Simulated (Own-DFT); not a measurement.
# Point defects and the pressure they add: C11b WSi2

No measurement is shown. These are fixed-geometry runs of a retired plane-wave code named Own-DFT, which no person has reviewed; spin and spin-orbit coupling are neglected.

Common settings: PBE; PseudoDojo norm-conserving scalar-relativistic files; cutoff 50 hartree; 5 x 5 x 5 k mesh centred on Gamma; cold (Marzari-Vanderbilt) smearing of 0.2 eV.

Limits: forces on such cells failed a check on a denser k mesh; stress not checked against mesh or cutoff.

All runs share one cell, with vectors in Å (-2.148, -5.953, 3.409); (-6.444, 2.976, 1.136); (-2.553, -2.948, -6.757) and a volume of 403.2 Å³. The atoms are randomly displaced, by u rms on each axis. The defect's site can differ from row to row.

| cell | formula | u (Å) | P (GPa) |
|---|---|---|---|
| no defect | Si20W10 | 0.0176 | 4.54 |
| no defect | Si20W10 | 0.0180 | 4.21 |
| no defect | Si20W10 | 0.0436 | 5.59 |
| one Si on a W site | Si21W9 | 0.0278 | ? |
| one Si on a W site | Si21W9 | 0.0300 | 6.37 |
| one Si on a W site | Si21W9 | 0.0464 | 7.41 |
| one Si on a W site | Si21W9 | 0.0521 | 8.17 |
| one Si vacancy | Si19W10 | 0.0321 | 3.19 |
| one Si vacancy | Si19W10 | 0.0407 | 3.82 |
| one Si vacancy | Si19W10 | 0.0445 | 3.52 |
| one W vacancy | Si20W9 | 0.0269 | 3.10 |
| one W vacancy | Si20W9 | 0.0280 | 3.26 |
| one W vacancy | Si20W9 | 0.0517 | 4.99 |
| one W on a Si site | Si19W11 | 0.0311 | 9.94 |
| one W on a Si site | Si19W11 | 0.0506 | 10.51 |
| one W on a Si site | Si19W11 | 0.0547 | 11.05 |

## Fit

P = P0 + c u² + a shift for each defect gives P0 = 4.13 GPa, c = 766 ± 89 GPa/Å² and a scatter of 0.26 GPa. The shifts, and each times the cell's volume:

- one W on a Si site: 4.70 ± 0.24 GPa, 11.8 eV
- one Si on a W site: 1.71 ± 0.23 GPa, 4.3 eV
- one W vacancy: -1.42 ± 0.22 GPa, -3.6 eV
- one Si vacancy: -1.81 ± 0.22 GPa, -4.6 eV

A positive shift means that the defect pushes the cell outwards. Shift times volume (160.2 GPa Å³ is 1 eV) depends little on the cell's size, so, taken for each site, it can be compared between cells at like pressure. The atoms around the defects weren't relaxed, which would change these numbers.

## Withheld run

The question: what pressure belongs in the blank (one Si on a W site, u = 0.0278 Å)?

From the fit: 6.44 ± 0.32 GPa. The run itself gave 6.48 GPa.
